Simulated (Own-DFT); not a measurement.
# One host, several defects: 4H SiC

Source: density functional calculations with Own-DFT, an unreviewed in-house program that is no longer used. Nothing was measured or relaxed, and spin and spin-orbit coupling are left out.

Common settings: PBE; PseudoDojo norm-conserving scalar-relativistic files; cutoff 42 hartree; 4 x 4 x 3 k mesh centred on Gamma; Fermi-Dirac smearing of 0.1 eV.

Known weak points (not all hold for every row): some atoms lie very close together; not probed for a lower state with spin; forces on such cells failed a check on a denser k mesh; forces on such cells passed a denser k mesh, each cell not checked; stress not checked against mesh or cutoff.

All runs share one cell, with vectors in Å (9.248, 0.000, 0.000); (-4.624, 8.009, 0.000); (0.000, 0.000, 10.068) and a volume of 745.7 Å³. Atoms were moved at random from their sites; u is the rms move along one axis. The defect's site can differ from row to row.

```
cell,formula,u (Å),P (GPa)
no defect,C36Si36,0.0293,3.81
no defect,C36Si36,0.0311,3.81
no defect,C36Si36,0.0564,6.19
one C on a Si site and one Si on a C site,C36Si36,0.0303,7.50
one C on a Si site and one Si on a C site,C36Si36,0.0310,7.45
one C on a Si site and one Si on a C site,C36Si36,0.0508,9.23
two N on a C site each,C34N2Si36,0.0303,2.71
two N on a C site each,C34N2Si36,0.0310,2.62
two N on a C site each,C34N2Si36,0.0528,4.51
one C vacancy,C35Si36,0.0310,3.58
one C vacancy,C35Si36,0.0490,4.44
one C vacancy,C35Si36,0.0516,5.14
one Al on a Si site and one N on a C site,AlC35NSi35,0.0484,5.38
one Al on a Si site and one N on a C site,AlC35NSi35,0.0485,?
one Al on a Si site and one N on a C site,AlC35NSi35,0.0505,5.22
one Al on a Si site and one N on a C site,AlC35NSi35,0.0516,5.98
```

## Fit

P = P0 + c u² + a shift for each defect gives P0 = 2.94 GPa, c = 999 ± 72 GPa/Å² and a scatter of 0.22 GPa. The shifts, and each times the cell's volume:

- one C on a Si site and one Si on a C site: 3.64 ± 0.18 GPa, 16.9 eV
- one Al on a Si site and one N on a C site: 0.07 ± 0.19 GPa, 0.3 eV (not resolved)
- one C vacancy: -0.56 ± 0.18 GPa, -2.6 eV
- two N on a C site each: -1.21 ± 0.18 GPa, -5.6 eV (-2.8 eV for each of its 2 sites)

Positive is outwards. The product with the volume (160.2 GPa Å³ to the eV) is nearly free of the cell's size; divided by the bulk modulus at the cell's pressure it gives the volume that the defect adds. The atoms around the defects weren't relaxed, which would change these numbers.

## Test on the hidden row

Question: what pressure belongs in the blank (one Al on a Si site and one N on a C site, u = 0.0485 Å)?

Estimate: 5.36 ± 0.25 GPa. The calculation gave 4.99 GPa.
